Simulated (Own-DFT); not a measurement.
## Calculated data, AlGa3N4 (wurtzite random alloy, strained, atoms displaced)

All values are calculated (Own-DFT development build). A calculation, not a measurement: plane-wave PBE density functional theory by an unreviewed code, no spin, of a simulated periodic cell, stress positive in tension, free energy of the whole cell less one offset for each atom, forces on such cells passed a denser k mesh, this cell's mesh not checked; offsets are fitted by least squares, one for each functional and potential file, so energies compare only between cells with the same atoms and settings and are not formation energies; the far tail of each file's local potential was reset to the Coulomb form; each entry is a single point on an unrelaxed cell, so the pressure reflects the starting lattice, mostly measured values, from which strain is counted, and rises with the displacements; printed positions are rounded, which can move forces by about a meV/angstrom; the program is a retired in-house code; no spin-orbit coupling.

Settings shared by all entries: functional PBE; potential files PseudoDojo norm-conserving, scalar-relativistic, standard set with the stringent files for Ga; wave cutoff 96 hartree; occupations Gaussian; smearing width 0.01 eV; k mesh 4 x 4 x 3 centred on Gamma.

```json
{"entry": 1, "formula": "AlGa3N4", "kind": "wurtzite random alloy, strained, atoms displaced", "structure": {"cell_angstrom": [[9.4855, 0.0, 0.0], [-4.7427, 8.2147, 0.0], [0.0, 0.0, 10.2685]], "atoms_fractional": [["Al", 0.113, 0.22741, 0.00025], ["Ga", 0.22467, 0.10695, 0.24622], ["N", 0.10891, 0.21385, 0.19679], ["N", 0.22001, 0.11815, 0.43978], ["Ga", 0.11829, 0.22416, 0.49587], ["Al", 0.2253, 0.11882, 0.74762], ["N", 0.11647, 0.22676, 0.70247], ["N", 0.2269, 0.12263, 0.94624], ["Al", 0.10338, 0.54773, 0.9977], ["Ga", 0.22976, 0.44392, 0.25109], ["N", 0.10867, 0.55235, 0.19585], ["N", 0.22667, 0.45521, 0.44058], ["Al", 0.11802, 0.54984, 0.50268], ["Ga", 0.222, 0.44039, 0.74498], ["N", 0.10137, 0.55045, 0.68919], ["N", 0.22374, 0.44266, 0.94609], ["Ga", 0.10819, 0.88225, 0.99436], ["Ga", 0.21785, 0.77106, 0.25444], ["N", 0.10509, 0.88993, 0.19025], ["N", 0.22412, 0.78336, 0.44102], ["Ga", 0.10791, 0.88584, 0.50403], ["Ga", 0.2138, 0.77117, 0.73985], ["N", 0.11655, 0.89337, 0.68968], ["N", 0.22295, 0.77845, 0.93977], ["Ga", 0.43964, 0.22109, 0.00512], ["Ga", 0.54872, 0.10736, 0.24936], ["N", 0.43668, 0.21171, 0.18801], ["N", 0.55325, 0.10894, 0.44345], ["Ga", 0.44624, 0.22303, 0.50119], ["Ga", 0.5435, 0.10411, 0.7533], ["N", 0.44407, 0.22786, 0.69395], ["N", 0.56134, 0.11277, 0.93413], ["Ga", 0.45379, 0.56141, 0.00148], ["Ga", 0.55412, 0.44069, 0.253], ["N", 0.4438, 0.5603, 0.18823], ["N", 0.55387, 0.45002, 0.43444], ["Ga", 0.4428, 0.56452, 0.49845], ["Ga", 0.55777, 0.43829, 0.74819], ["N", 0.44747, 0.56135, 0.68667], ["N", 0.55832, 0.45046, 0.93908], ["Al", 0.44848, 0.88911, 0.00847], ["Al", 0.56211, 0.77848, 0.25155], ["N", 0.44152, 0.88558, 0.1846], ["N", 0.55669, 0.77366, 0.44117], ["Ga", 0.4476, 0.8871, 0.50166], ["Ga", 0.55686, 0.7816, 0.7518], ["N", 0.43576, 0.88833, 0.68468], ["N", 0.56651, 0.78671, 0.94756], ["Al", 0.77015, 0.21952, 0.00319], ["Ga", 0.89332, 0.11506, 0.2509], ["N", 0.78536, 0.23185, 0.18572], ["N", 0.88389, 0.10693, 0.43888], ["Ga", 0.7635, 0.21369, 0.4969], ["Ga", 0.88538, 0.1005, 0.7564], ["N", 0.77699, 0.22064, 0.69317], ["N", 0.88841, 0.11243, 0.9351], ["Ga", 0.77504, 0.5597, 0.99724], ["Ga", 0.88925, 0.44041, 0.24359], ["N", 0.77894, 0.55964, 0.19034], ["N", 0.88674, 0.44659, 0.42348], ["Ga", 0.77795, 0.54881, 0.50522], ["Ga", 0.89643, 0.45223, 0.75189], ["N", 0.77402, 0.55581, 0.68779], ["N", 0.88078, 0.43804, 0.93491], ["Ga", 0.78193, 0.88507, 0.00231], ["Al", 0.8886, 0.785, 0.25615], ["N", 0.78154, 0.88676, 0.19242], ["N", 0.89093, 0.78049, 0.4278], ["Ga", 0.77078, 0.89137, 0.50513], ["Al", 0.88499, 0.77063, 0.74842], ["N", 0.77835, 0.88299, 0.67494], ["N", 0.8912, 0.78239, 0.93655]]}, "results": {"free_energy_of_cell_above_offsets [eV]": "-9.407", "pressure [GPa]": 8.06, "stress_xx [GPa]": -8.2, "stress_yy [GPa]": -7.22, "stress_zz [GPa]": -8.78, "stress_yz [GPa]": -0.89, "stress_xz [GPa]": 0.51, "stress_xy [GPa]": -0.71, "force_element": ["Al", "Ga", "N", "N", "Ga", "Al", "N", "N", "Al", "Ga", "N", "N", "Al", "Ga", "N", "N", "Ga", "Ga", "N", "N", "Ga", "Ga", "N", "N", "Ga", "Ga", "N", "N", "Ga", "Ga", "N", "N", "Ga", "Ga", "N", "N", "Ga", "Ga", "N", "N", "Al", "Al", "N", "N", "Ga", "Ga", "N", "N", "Al", "Ga", "N", "N", "Ga", "Ga", "N", "N", "Ga", "Ga", "N", "N", "Ga", "Ga", "N", "N", "Ga", "Al", "N", "N", "Ga", "Al", "N", "N"], "force_x [eV/angstrom]": [-0.219, -1.246, 0.243, 2.217, -2.312, 0.232, -0.14, -0.971, 0.501, -1.314, 1.033, 0.081, -3.043, 0.061, 2.145, -0.864, 0.348, -0.705, 0.458, 0.637, -0.591, 0.693, -1.91, 1.247, 1.206, 1.216, 0.919, -1.269, -0.92, 1.181, -0.373, -0.8, -1.229, 0.299, 1.156, 0.273, 1.421, -1.253, -0.005, 0.003, -0.7, -0.559, 1.102, -0.871, -0.688, -0.12, 1.092, -1.647, 1.03, -0.738, -0.729, 0.152, 2.481, -0.451, -0.371, 0.171, 0.967, -1.082, -0.308, 1.262, -0.276, -1.832, 1.02, 0.838, -0.083, 1.085, -1.202, -0.364, 1.78, -0.009, 0.528, 0.114], "force_y [eV/angstrom]": [-0.821, -0.57, 1.673, -1.318, 0.502, -0.735, -1.969, -1.348, 0.798, -0.347, -0.012, -1.377, 0.981, 1.69, 0.521, 0.736, 1.553, 0.687, -1.306, -1.555, 0.593, 0.596, 0.293, -1.123, 0.491, 0.068, 1.674, -0.65, 0.49, 0.947, -1.815, -1.017, -0.291, 0.587, 0.409, -0.716, -1.533, 1.682, -0.49, -0.997, 0.107, 0.123, -0.23, 1.612, -0.162, -0.03, -0.447, -0.366, 0.26, -0.707, -2.885, 1.086, 2.078, 0.989, -0.2, 0.405, -0.328, 1.851, 0.462, -0.436, 1.014, -2.501, 0.674, 0.498, 1.658, -1.172, 0.086, -0.344, -0.285, 1.265, -0.244, -0.815], "force_z [eV/angstrom]": [0.466, 1.0, -1.877, -0.259, 1.221, 1.38, -2.126, -1.828, 0.65, -0.378, -2.209, -0.082, -0.838, 1.725, -1.76, -0.554, 1.234, -0.616, -0.363, 0.688, -1.164, 1.818, 0.839, -0.229, -1.198, 0.219, 0.541, -1.452, -0.009, -0.67, -0.978, 2.338, -0.165, -1.143, 0.693, 1.615, 0.751, 0.919, 0.563, -0.384, -2.104, -0.222, 1.536, -2.041, -0.667, 0.26, 0.893, -1.221, -1.192, 0.153, -0.819, 0.202, 1.164, -1.704, -0.774, 2.652, 1.157, 0.162, -0.537, 3.499, -2.279, -0.047, 0.67, 1.596, 0.707, -1.882, -0.034, 3.076, -3.509, -0.251, 4.97, -1.793]}}
{"entry": 2, "formula": "AlGa3N4", "kind": "wurtzite random alloy, strained, atoms displaced", "structure": {"cell_angstrom": [[9.4855, 0.0, 0.0], [-4.7427, 8.2147, 0.0], [0.0, 0.0, 10.2685]], "atoms_fractional": [["Al", 0.12135, 0.2304, 0.00294], ["Ga", 0.20739, 0.10118, 0.25479], ["N", 0.10147, 0.2171, 0.1883], ["N", 0.21973, 0.10133, 0.43114], ["Ga", 0.11401, 0.22222, 0.5036], ["Ga", 0.22636, 0.11098, 0.73763], ["N", 0.11664, 0.22113, 0.68543], ["N", 0.22288, 0.1244, 0.94843], ["Ga", 0.10859, 0.55317, 0.99494], ["Ga", 0.22544, 0.44996, 0.25372], ["N", 0.11233, 0.55463, 0.1843], ["N", 0.22276, 0.43953, 0.43531], ["Al", 0.11439, 0.5634, 0.50885], ["Ga", 0.2082, 0.44173, 0.74925], ["N", 0.1069, 0.55458, 0.69073], ["N", 0.22729, 0.44053, 0.94426], ["Ga", 0.11396, 0.89839, 0.0084], ["Al", 0.2166, 0.76627, 0.25495], ["N", 0.11121, 0.88187, 0.18898], ["N", 0.21937, 0.77033, 0.43645], ["Ga", 0.09941, 0.87763, 0.4961], ["Ga", 0.22185, 0.78004, 0.75213], ["N", 0.10169, 0.88401, 0.68508], ["N", 0.21625, 0.77386, 0.9475], ["Ga", 0.44063, 0.21062, 0.99557], ["Ga", 0.56318, 0.11325, 0.24935], ["N", 0.43328, 0.21432, 0.19882], ["N", 0.55283, 0.10917, 0.43122], ["Ga", 0.44315, 0.2234, 0.49662], ["Ga", 0.55531, 0.11302, 0.7516], ["N", 0.42818, 0.20882, 0.69737], ["N", 0.55372, 0.10643, 0.93273], ["Al", 0.43319, 0.54881, 0.00158], ["Al", 0.5475, 0.44199, 0.24397], ["N", 0.44394, 0.55418, 0.19463], ["N", 0.55194, 0.4415, 0.44486], ["Ga", 0.43823, 0.54161, 0.49622], ["Al", 0.55915, 0.4458, 0.75274], ["N", 0.4476, 0.55158, 0.69121], ["N", 0.54655, 0.44101, 0.93733], ["Ga", 0.4419, 0.88217, 0.00683], ["Al", 0.55189, 0.77573, 0.25308], ["N", 0.43405, 0.88584, 0.18655], ["N", 0.54962, 0.7745, 0.43294], ["Ga", 0.44201, 0.89009, 0.4896], ["Ga", 0.56208, 0.78388, 0.75118], ["N", 0.44642, 0.88528, 0.686], ["N", 0.5688, 0.78396, 0.93478], ["Ga", 0.77629, 0.22624, 0.99046], ["Ga", 0.89205, 0.11526, 0.25208], ["N", 0.78071, 0.22971, 0.19183], ["N", 0.89666, 0.10917, 0.43157], ["Al", 0.77916, 0.21867, 0.49414], ["Ga", 0.88519, 0.1084, 0.74409], ["N", 0.77777, 0.21537, 0.6858], ["N", 0.88138, 0.10275, 0.9351], ["Ga", 0.78486, 0.55552, 0.0022], ["Ga", 0.88574, 0.4397, 0.24395], ["N", 0.77783, 0.56535, 0.18575], ["N", 0.89006, 0.44775, 0.43582], ["Ga", 0.77869, 0.55583, 0.49602], ["Ga", 0.90474, 0.45523, 0.75748], ["N", 0.78183, 0.55367, 0.69463], ["N", 0.89025, 0.45014, 0.9485], ["Ga", 0.78228, 0.88765, 0.00023], ["Ga", 0.89983, 0.78071, 0.25239], ["N", 0.78546, 0.88159, 0.18953], ["N", 0.88672, 0.77593, 0.437], ["Al", 0.78853, 0.89306, 0.50492], ["Ga", 0.88759, 0.78321, 0.74915], ["N", 0.78398, 0.90092, 0.68626], ["N", 0.88726, 0.78095, 0.94011]]}, "results": {"free_energy_of_cell_above_offsets [eV]": "-8.365", "pressure [GPa]": 8.42, "stress_xx [GPa]": -9.45, "stress_yy [GPa]": -7.49, "stress_zz [GPa]": -8.32, "stress_yz [GPa]": 0.4, "stress_xz [GPa]": 0.39, "stress_xy [GPa]": -0.46, "force_element": ["Al", "Ga", "N", "N", "Ga", "Ga", "N", "N", "Ga", "Ga", "N", "N", "Al", "Ga", "N", "N", "Ga", "Al", "N", "N", "Ga", "Ga", "N", "N", "Ga", "Ga", "N", "N", "Ga", "Ga", "N", "N", "Al", "Al", "N", "N", "Ga", "Al", "N", "N", "Ga", "Al", "N", "N", "Ga", "Ga", "N", "N", "Ga", "Ga", "N", "N", "Al", "Ga", "N", "N", "Ga", "Ga", "N", "N", "Ga", "Ga", "N", "N", "Ga", "Ga", "N", "N", "Al", "Ga", "N", "N"], "force_x [eV/angstrom]": [-2.061, 0.643, 1.347, -0.441, 0.212, -3.326, -1.331, 0.357, 1.241, -0.566, -0.237, -1.819, 0.071, 3.252, 1.225, -1.901, -0.414, -0.199, 1.257, -0.584, 1.399, 0.357, 1.178, 0.2, -0.288, -1.678, 0.829, 1.152, 0.232, 0.338, 4.29, 0.03, 2.543, 1.281, 0.059, 1.198, -0.488, -0.478, -0.527, 0.731, 0.566, 0.957, 1.29, 1.502, 0.719, -0.248, -1.082, -1.977, 0.899, -0.638, 0.249, -1.507, -0.198, 0.941, -0.912, 1.058, -3.026, -0.242, -0.214, 1.295, -0.204, -3.015, -0.935, 0.902, -0.507, -1.313, -2.616, -1.166, -1.567, -0.128, 0.297, 1.734], "force_y [eV/angstrom]": [-1.446, 0.739, 1.377, 0.306, -0.368, -2.054, 0.294, -1.925, 0.152, -1.268, 0.363, 0.661, -1.661, -0.111, 1.234, 0.312, -0.38, 0.799, -0.084, -0.307, 1.063, 0.818, 0.302, 0.925, 1.553, -0.393, 1.289, 0.931, -1.215, -0.824, 3.691, -0.185, 1.611, -0.373, 0.774, 0.062, 2.271, -0.493, 0.042, 0.39, 0.156, 0.467, -0.605, 0.371, -0.351, -1.109, 0.394, -2.011, -1.457, -1.399, -1.971, -0.281, 0.378, 1.4, 1.79, 2.462, 1.169, 2.388, -2.134, -0.795, -0.643, -2.128, -0.182, -1.159, 0.401, -0.66, 0.836, 0.1, -0.506, -0.835, -2.383, -0.572], "force_z [eV/angstrom]": [0.427, -1.984, -0.859, 2.854, -1.462, 2.779, 0.7, -1.64, 1.548, -1.013, 0.698, 1.696, -1.85, 0.549, -1.047, -1.082, -1.474, -1.346, 1.275, 0.132, 0.412, 0.413, 0.06, -1.618, 1.358, -0.878, -1.213, 1.819, 0.411, -1.411, -2.136, 1.452, 0.029, 0.537, -1.441, -2.118, 1.373, 0.035, -0.152, 0.371, -1.652, -1.057, 1.999, 0.808, 1.334, -0.666, -0.281, 1.392, 1.165, -1.466, -1.632, 2.612, 0.261, 1.644, -0.968, 0.268, -0.241, 0.83, 1.204, 0.904, 0.989, -0.242, -0.501, -1.91, 1.09, -0.514, 0.454, 0.783, -1.655, 0.947, -1.366, -0.738]}}
{"entry": 3, "formula": "AlGa3N4", "kind": "wurtzite random alloy, strained, atoms displaced", "structure": {"cell_angstrom": [[9.4855, 0.0, 0.0], [-4.7427, 8.2147, 0.0], [0.0, 0.0, 10.2685]], "atoms_fractional": [["Ga", 0.12142, 0.23055, 0.99613], ["Ga", 0.22662, 0.11512, 0.24813], ["N", 0.12251, 0.22936, 0.18022], ["N", 0.21345, 0.10314, 0.44193], ["Ga", 0.11104, 0.22404, 0.50325], ["Ga", 0.21924, 0.10979, 0.7466], ["N", 0.11912, 0.22393, 0.68653], ["N", 0.21691, 0.11473, 0.94482], ["Ga", 0.11113, 0.56088, 0.00626], ["Ga", 0.21513, 0.43914, 0.24302], ["N", 0.10888, 0.55503, 0.18772], ["N", 0.22198, 0.44237, 0.4372], ["Ga", 0.11116, 0.55408, 0.50341], ["Ga", 0.21899, 0.44798, 0.74978], ["N", 0.1216, 0.55967, 0.68327], ["N", 0.22227, 0.44424, 0.93944], ["Ga", 0.11192, 0.8956, 0.00058], ["Ga", 0.22441, 0.77839, 0.25576], ["N", 0.1164, 0.88534, 0.1863], ["N", 0.21561, 0.7749, 0.43893], ["Ga", 0.10821, 0.87569, 0.50537], ["Ga", 0.2361, 0.78686, 0.75076], ["N", 0.11607, 0.89353, 0.68281], ["N", 0.22151, 0.77953, 0.93633], ["Al", 0.4414, 0.21899, 0.00582], ["Al", 0.56098, 0.11315, 0.24884], ["N", 0.45323, 0.22148, 0.1943], ["N", 0.55332, 0.1051, 0.44551], ["Ga", 0.4443, 0.22967, 0.49984], ["Ga", 0.55756, 0.11588, 0.75158], ["N", 0.45138, 0.22119, 0.69428], ["N", 0.54974, 0.10823, 0.94291], ["Ga", 0.45065, 0.55785, 0.99912], ["Ga", 0.54496, 0.43339, 0.24629], ["N", 0.44624, 0.55218, 0.1895], ["N", 0.56131, 0.44436, 0.43838], ["Ga", 0.45527, 0.56642, 0.50029], ["Al", 0.5579, 0.45107, 0.75323], ["N", 0.43344, 0.55303, 0.68268], ["N", 0.56491, 0.44881, 0.94254], ["Ga", 0.45602, 0.88874, 0.99655], ["Ga", 0.56382, 0.7756, 0.25028], ["N", 0.45352, 0.88878, 0.1774], ["N", 0.5567, 0.775, 0.43658], ["Ga", 0.44022, 0.88049, 0.4948], ["Ga", 0.56653, 0.78678, 0.75442], ["N", 0.44357, 0.89255, 0.69148], ["N", 0.55498, 0.77779, 0.94636], ["Al", 0.77408, 0.21423, 0.99987], ["Ga", 0.88025, 0.11023, 0.25645], ["N", 0.77222, 0.2172, 0.19726], ["N", 0.89683, 0.1189, 0.44489], ["Ga", 0.78507, 0.21839, 0.49293], ["Al", 0.89189, 0.11417, 0.75591], ["N", 0.78219, 0.22448, 0.69239], ["N", 0.88756, 0.12976, 0.93484], ["Al", 0.78534, 0.56082, 0.00264], ["Ga", 0.88274, 0.43521, 0.24414], ["N", 0.78341, 0.55179, 0.19014], ["N", 0.8847, 0.43975, 0.44361], ["Ga", 0.774, 0.55174, 0.50045], ["Al", 0.89005, 0.44417, 0.74534], ["N", 0.77272, 0.5583, 0.6782], ["N", 0.89187, 0.44265, 0.94058], ["Ga", 0.77517, 0.89082, 0.00433], ["Al", 0.89015, 0.77796, 0.25254], ["N", 0.7852, 0.89748, 0.17867], ["N", 0.89563, 0.78301, 0.43717], ["Al", 0.78312, 0.89249, 0.51503], ["Ga", 0.89348, 0.77944, 0.75673], ["N", 0.77768, 0.89465, 0.68982], ["N", 0.89121, 0.77739, 0.94236]]}, "results": {"free_energy_of_cell_above_offsets [eV]": "-9.107", "pressure [GPa]": 8.1, "stress_xx [GPa]": -7.63, "stress_yy [GPa]": -7.69, "stress_zz [GPa]": -8.97, "stress_yz [GPa]": -0.03, "stress_xz [GPa]": 0.24, "stress_xy [GPa]": 1.69, "force_element": ["Ga", "Ga", "N", "N", "Ga", "Ga", "N", "N", "Ga", "Ga", "N", "N", "Ga", "Ga", "N", "N", "Ga", "Ga", "N", "N", "Ga", "Ga", "N", "N", "Al", "Al", "N", "N", "Ga", "Ga", "N", "N", "Ga", "Ga", "N", "N", "Ga", "Al", "N", "N", "Ga", "Ga", "N", "N", "Ga", "Ga", "N", "N", "Al", "Ga", "N", "N", "Ga", "Al", "N", "N", "Al", "Ga", "N", "N", "Ga", "Al", "N", "N", "Ga", "Al", "N", "N", "Al", "Ga", "N", "N"], "force_x [eV/angstrom]": [-2.114, -0.298, -1.16, 0.788, 1.396, 1.303, -2.084, 2.425, 0.38, 0.567, 0.073, 0.323, 0.098, 0.731, -2.563, 0.235, 1.041, 0.607, -1.53, 1.525, -0.815, -1.771, -0.292, 0.377, 0.303, -0.81, -0.205, 0.019, 0.301, 1.04, -1.936, 0.418, -0.596, 1.291, -0.447, -1.408, -0.665, -0.278, 2.485, 0.174, -3.08, -0.789, -0.479, 1.32, -0.179, -1.843, 2.193, 1.752, -1.719, 2.18, 0.134, 0.348, -2.625, -0.135, 0.761, 2.066, 0.347, 0.614, -1.703, 0.497, 0.851, 0.093, 0.664, -1.459, 0.879, 0.626, 1.02, -2.056, 0.246, 0.121, 1.312, -0.884], "force_y [eV/angstrom]": [-0.327, -1.037, -1.689, 0.67, 0.431, 0.633, -0.389, -0.092, -0.133, 1.25, 0.074, 0.642, -0.662, -0.662, 0.121, 1.619, -0.722, -0.047, 0.352, -0.504, 1.802, -1.367, -0.981, 0.371, 0.389, -1.717, -1.429, 0.47, -1.702, -0.32, 1.917, 1.374, -0.885, 2.004, 0.41, 0.261, -2.443, -0.801, 0.842, -0.797, 0.227, 0.106, 0.522, 2.057, 0.867, -1.39, 0.317, -0.493, 1.907, 0.136, -0.32, -3.027, 0.638, 0.842, 0.091, -2.319, -1.042, 1.377, 1.532, 0.546, 0.76, 0.446, -0.304, -0.196, 0.937, 0.005, -1.049, -0.336, -0.146, -0.263, 0.779, -0.131], "force_z [eV/angstrom]": [0.339, 0.883, 1.046, -0.529, -0.565, 0.654, 1.364, -1.216, -1.482, 1.4, 0.969, -0.4, -1.483, 0.478, 1.59, -0.357, 0.199, -1.499, 0.87, 0.03, -1.374, 0.362, 2.283, 0.427, -0.728, 1.133, -1.596, -1.897, 0.582, 0.056, -0.305, 0.303, 0.376, 0.96, -0.316, -0.717, -0.504, -0.541, 1.865, -0.583, 0.114, -0.669, 3.024, 0.454, 1.013, -0.239, -0.889, -1.939, 0.464, -0.482, -2.161, -0.805, 1.994, -1.089, -0.216, 0.175, 0.117, 1.621, -0.701, -1.013, -1.584, 0.436, 3.495, -0.62, -2.294, -0.565, 3.423, -0.046, -2.997, -1.125, 1.046, -0.015]}}
{"entry": 4, "formula": "AlGa3N4", "kind": "wurtzite random alloy, strained, atoms displaced", "structure": {"cell_angstrom": [[9.4855, 0.0, 0.0], [-4.7427, 8.2147, 0.0], [0.0, 0.0, 10.2685]], "atoms_fractional": [["Al", 0.10908, 0.23295, 0.00468], ["Ga", 0.2163, 0.10088, 0.25233], ["N", 0.113, 0.22765, 0.18874], ["N", 0.22542, 0.12355, 0.4402], ["Ga", 0.11099, 0.22668, 0.50213], ["Al", 0.22319, 0.12417, 0.74369], ["N", 0.09824, 0.21541, 0.68815], ["N", 0.22122, 0.10817, 0.9313], ["Ga", 0.11649, 0.55808, 0.0081], ["Ga", 0.21763, 0.44502, 0.24982], ["N", 0.11315, 0.55647, 0.19077], ["N", 0.22298, 0.45182, 0.43509], ["Ga", 0.11154, 0.54499, 0.50354], ["Ga", 0.2223, 0.44372, 0.7567], ["N", 0.10699, 0.5602, 0.69198], ["N", 0.2269, 0.45173, 0.94249], ["Ga", 0.11386, 0.89012, 0.00368], ["Ga", 0.21973, 0.77694, 0.24917], ["N", 0.10902, 0.89499, 0.19084], ["N", 0.22973, 0.77961, 0.4405], ["Ga", 0.12981, 0.90243, 0.49808], ["Ga", 0.21596, 0.77002, 0.75055], ["N", 0.11693, 0.89553, 0.69078], ["N", 0.22374, 0.78677, 0.93878], ["Ga", 0.454, 0.21675, 0.99435], ["Ga", 0.55636, 0.11341, 0.24692], ["N", 0.43474, 0.21457, 0.18732], ["N", 0.55572, 0.10666, 0.446], ["Al", 0.44485, 0.2288, 0.48312], ["Ga", 0.54582, 0.09579, 0.75388], ["N", 0.44411, 0.22769, 0.68618], ["N", 0.55453, 0.10621, 0.93978], ["Ga", 0.44188, 0.55391, 0.99963], ["Ga", 0.55303, 0.44377, 0.25907], ["N", 0.44806, 0.5607, 0.18068], ["N", 0.5625, 0.4552, 0.4375], ["Ga", 0.44536, 0.56202, 0.50223], ["Ga", 0.56244, 0.45161, 0.74883], ["N", 0.45, 0.56362, 0.68], ["N", 0.54964, 0.4397, 0.95065], ["Ga", 0.43942, 0.88636, 0.99727], ["Ga", 0.55168, 0.77746, 0.24344], ["N", 0.43898, 0.87996, 0.18441], ["N", 0.55062, 0.77653, 0.44037], ["Ga", 0.44641, 0.89671, 0.50719], ["Al", 0.55506, 0.78674, 0.74218], ["N", 0.44631, 0.89409, 0.68848], ["N", 0.55404, 0.79129, 0.93699], ["Al", 0.75075, 0.20752, 0.99913], ["Ga", 0.88006, 0.11378, 0.2461], ["N", 0.77138, 0.22186, 0.17964], ["N", 0.88915, 0.11574, 0.43925], ["Ga", 0.78077, 0.2217, 0.50902], ["Ga", 0.8848, 0.10587, 0.74581], ["N", 0.77035, 0.20951, 0.69093], ["N", 0.89095, 0.11806, 0.93951], ["Ga", 0.76722, 0.54975, 0.00165], ["Al", 0.88192, 0.45039, 0.2481], ["N", 0.78234, 0.55022, 0.18887], ["N", 0.90268, 0.44845, 0.43322], ["Ga", 0.77118, 0.54913, 0.49764], ["Al", 0.88827, 0.43786, 0.74576], ["N", 0.77592, 0.56052, 0.69432], ["N", 0.89373, 0.4448, 0.94162], ["Al", 0.77601, 0.88413, 0.99903], ["Ga", 0.89612, 0.78036, 0.24563], ["N", 0.78119, 0.88928, 0.19455], ["N", 0.89669, 0.77378, 0.42762], ["Ga", 0.77561, 0.88682, 0.49697], ["Al", 0.89506, 0.77139, 0.75618], ["N", 0.77067, 0.8948, 0.68503], ["N", 0.88484, 0.78323, 0.93922]]}, "results": {"free_energy_of_cell_above_offsets [eV]": "-8.431", "pressure [GPa]": 8.22, "stress_xx [GPa]": -8.92, "stress_yy [GPa]": -7.57, "stress_zz [GPa]": -8.16, "stress_yz [GPa]": -1.21, "stress_xz [GPa]": -0.24, "stress_xy [GPa]": -0.25, "force_element": ["Al", "Ga", "N", "N", "Ga", "Al", "N", "N", "Ga", "Ga", "N", "N", "Ga", "Ga", "N", "N", "Ga", "Ga", "N", "N", "Ga", "Ga", "N", "N", "Ga", "Ga", "N", "N", "Al", "Ga", "N", "N", "Ga", "Ga", "N", "N", "Ga", "Ga", "N", "N", "Ga", "Ga", "N", "N", "Ga", "Al", "N", "N", "Al", "Ga", "N", "N", "Ga", "Ga", "N", "N", "Ga", "Al", "N", "N", "Ga", "Al", "N", "N", "Al", "Ga", "N", "N", "Ga", "Al", "N", "N"], "force_x [eV/angstrom]": [0.792, -0.908, -0.215, 0.902, -0.551, 0.964, 1.71, -0.697, -1.242, 1.142, -1.812, 1.685, -0.909, -0.064, 0.455, -0.386, -1.154, 0.303, 1.566, -0.512, -1.228, -0.152, -0.966, 0.079, -3.514, -0.256, 0.741, -1.089, 1.033, -0.83, -0.097, -0.797, 0.497, -0.147, -0.01, -1.203, -0.3, -1.281, -0.728, 0.085, -0.261, 0.839, -0.656, 0.206, 0.429, 0.702, -0.272, 2.36, 5.024, 1.146, -0.238, 0.326, -0.537, -0.18, -0.78, -0.56, 1.766, 3.0, -2.078, -2.176, 2.38, -0.86, 2.324, -1.133, -0.943, -1.465, -0.679, -0.472, 0.802, -0.95, 1.429, 0.598], "force_y [eV/angstrom]": [-1.518, 2.603, -0.817, -0.154, 0.187, -1.428, 1.71, 1.506, 0.277, 0.204, -0.264, -1.193, 2.449, 0.204, -2.355, -1.25, 0.844, 0.207, -1.52, -0.271, -1.754, 2.185, 0.026, -1.624, 0.161, -1.17, 0.806, 2.508, -0.218, 3.143, -0.297, -0.813, 1.268, 0.308, -1.066, -2.038, -0.346, -1.158, 0.036, 0.222, -0.08, 0.062, 1.544, 0.83, -1.501, -0.739, -2.671, -1.563, 2.782, 0.094, 1.166, -0.475, 0.229, 0.008, 2.36, -0.757, 0.792, -1.638, 0.948, -1.136, 1.888, -0.004, -0.321, -1.077, 1.723, -1.038, -0.086, 0.6, -0.066, 1.834, -2.319, -0.992], "force_z [eV/angstrom]": [-0.776, -0.205, -0.407, -0.338, -0.673, 0.937, 0.072, 0.434, -1.164, -0.118, 0.457, 0.536, 0.051, -0.984, -0.342, -0.351, -0.947, 0.837, -0.943, -0.168, 0.633, 0.272, -0.015, -0.06, 0.765, 0.912, 0.501, -1.527, 2.336, -0.55, -0.821, -1.068, -0.384, -3.042, 1.899, 0.778, -1.43, 0.75, 2.943, -2.134, 0.88, 1.272, 0.242, -0.81, -1.285, 1.013, 0.671, -1.335, -0.071, 0.434, 0.656, -0.487, -1.512, 1.959, 0.758, 0.816, -0.235, 0.261, -0.07, 0.067, 0.6, 1.497, -0.804, -1.085, 0.298, 0.283, -1.897, 2.268, -0.501, -0.856, 0.443, -0.139]}}
```
